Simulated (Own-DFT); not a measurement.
# Strain and stress in 4H SiC, 32 atoms (C16Si16)

These are calculations, not measurements. They come from Own-DFT, an in-house plane-wave density functional program, since retired, whose code no person has reviewed. Each row is one single-point run on a periodic cell that was not relaxed, without spin or spin-orbit coupling.

Settings of every run: PBE; PseudoDojo norm-conserving scalar-relativistic files; cutoff 42 hartree; 5 x 5 x 3 k mesh centred on Gamma; Fermi-Dirac smearing of 0.1 eV.

Known limits: forces on such cells passed a denser k mesh, each cell not checked; stress not checked against mesh or cutoff.

Unstrained cell vectors in Å: (6.165, 0.000, 0.000); (-3.083, 5.339, 0.000); (0.000, 0.000, 10.068). The unstrained cell has measured lattice constants (interpolated for alloys), not those of this functional. That, the random moves and any unrelaxed bonds set the pressure at no strain. Each run strains this cell uniformly, with the atoms carried along. Every atom was also moved at random, by a Gaussian of width 0.05 Å on each axis. Strain is the symmetric tensor, in per cent. Stress is positive in tension, and the pressure is minus a third of its trace.

| run | e_xx (%) | e_yy (%) | e_zz (%) | e_yz (%) | e_xz (%) | e_xy (%) | s_xx (GPa) | s_yy (GPa) | s_zz (GPa) | s_yz (GPa) | s_xz (GPa) | s_xy (GPa) | P (GPa) | E (meV/atom) |
|---|---|---|---|---|---|---|---|---|---|---|---|---|---|---|
| 1 | -0.08 | -0.01 | -1.98 | 1.35 | -0.60 | -1.92 | -7.91 | -5.65 | -16.32 | 4.04 | -2.64 | -10.44 | 9.96 | 29.3 |
| 2 | -1.46 | 1.58 | -0.55 | -0.27 | -0.16 | -1.55 | -11.51 | 3.91 | -15.24 | -0.47 | -1.45 | -8.59 | 7.61 | 49.3 |
| 3 | 1.22 | 0.08 | -0.88 | -1.36 | 0.05 | 1.06 | -0.10 | -2.35 | -10.63 | -4.46 | -0.34 | 5.06 | 4.36 | 20.1 |
| 4 | -1.65 | -0.38 | 1.20 | 1.11 | -1.34 | 1.35 | -14.30 | -10.71 | -1.24 | 5.18 | -4.00 | 9.68 | 8.75 | 71.4 |
| 5 | 0.04 | -1.92 | -1.50 | -1.28 | 1.60 | 1.96 | -6.10 | -18.40 | -16.50 | -4.45 | 6.56 | 8.05 | 13.66 | 50.6 |
| 6 | 1.71 | 1.25 | -1.77 | -1.22 | 1.45 | -0.64 | 3.76 | 2.03 | -14.93 | -4.20 | 4.55 | -3.28 | 3.05 | 28.1 |
| 7 | -1.51 | 1.65 | 0.55 | -1.14 | 1.88 | -1.61 | -13.47 | 1.71 | -1.22 | -4.54 | 6.13 | -7.76 | 4.32 | 30.9 |
| 8 | -1.84 | 0.61 | 0.08 | -0.19 | 0.53 | 0.25 | -12.22 | -4.30 | -4.89 | 0.16 | 1.30 | 1.25 | 7.14 | 0.7 |
| 9 | 0.92 | -1.76 | -0.27 | -1.02 | 1.14 | -1.14 | -1.03 | -14.16 | -8.04 | -4.97 | 3.99 | -5.73 | 7.75 | 9.5 |
| 10 | 1.41 | -1.55 | -0.63 | 1.13 | 1.72 | 1.96 | -1.47 | -8.93 | -9.18 | 3.57 | 6.92 | 8.02 | 6.52 | 23.0 |
| 11 | 0.93 | -0.07 | -1.14 | 1.82 | 0.19 | 1.07 | 0.26 | -3.13 | -14.46 | 6.28 | 1.72 | 4.63 | 5.78 | 25.9 |
| 12 | -1.11 | 1.17 | 0.46 | 1.79 | -0.88 | -1.90 | -12.04 | 1.45 | -3.11 | 6.23 | -2.43 | -7.38 | 4.56 | 38.2 |
| 13 | 0.80 | -0.35 | -1.35 | -0.14 | -1.03 | 1.90 | -2.69 | -5.96 | -14.21 | -1.04 | -3.71 | 8.08 | 7.62 | 47.0 |
| 14 | 1.83 | 0.62 | -0.56 | -1.56 | 0.26 | -0.34 | 6.03 | -1.10 | -7.44 | -4.90 | 1.28 | -1.07 | 0.84 | 0.0 |
| 15 | 0.38 | -0.47 | 1.86 | -0.47 | -0.26 | -0.94 | -4.29 | -5.09 | 4.78 | -2.65 | -2.49 | -4.84 | 1.53 | 13.2 |
| 16 | -1.97 | -0.21 | 1.31 | -1.50 | 1.42 | 0.17 | ? | ? | ? | ? | ? | ? | ? | ? |

E is the free energy for each atom above the lowest run shown.

## Worked fit

Each stress component was fitted by least squares to a constant and the strains of the runs shown, as fractions, with shears doubled. Shear strains stay in the fit of a normal stress only where such slopes are resolved. The slopes, in GPa:

```
stress,at no strain,per e_xx,per e_yy,per e_zz,scatter
s_xx,-5.7,509 ± 38,65 ± 38,5 ± 42,1.52
s_yy,-4.8,147 ± 44,565 ± 44,55 ± 49,1.76
s_zz,-6.3,82 ± 51,38 ± 51,614 ± 56,2.03
```

Each shear stress against twice its own strain: yz 172 ± 8, xz 186 ± 11, xy 248 ± 13 GPa. These are stiffnesses along x, y and z of the frame in which the cell vectors are given, which need not be the crystal's axes. The atoms are held to the strained lattice; where symmetry lets them move under strain, relaxing them would lower some slopes. The table should be nearly symmetric about its diagonal, and what it lacks of that shows the noise. A ninth of its sum, 231 ± 12 GPa, estimates the bulk modulus near the mean pressure of these runs, 6.2 GPa, so it lies above the value at zero pressure.

## Withheld run

Question: what normal stresses and pressure should run 16 give?

The fit gives s_xx = -15.8, s_yy = -8.1, s_zz = 0.0 and P = 8.0 GPa. The calculation gave -15.01, -7.33, -1.56 and P = 7.97 GPa.
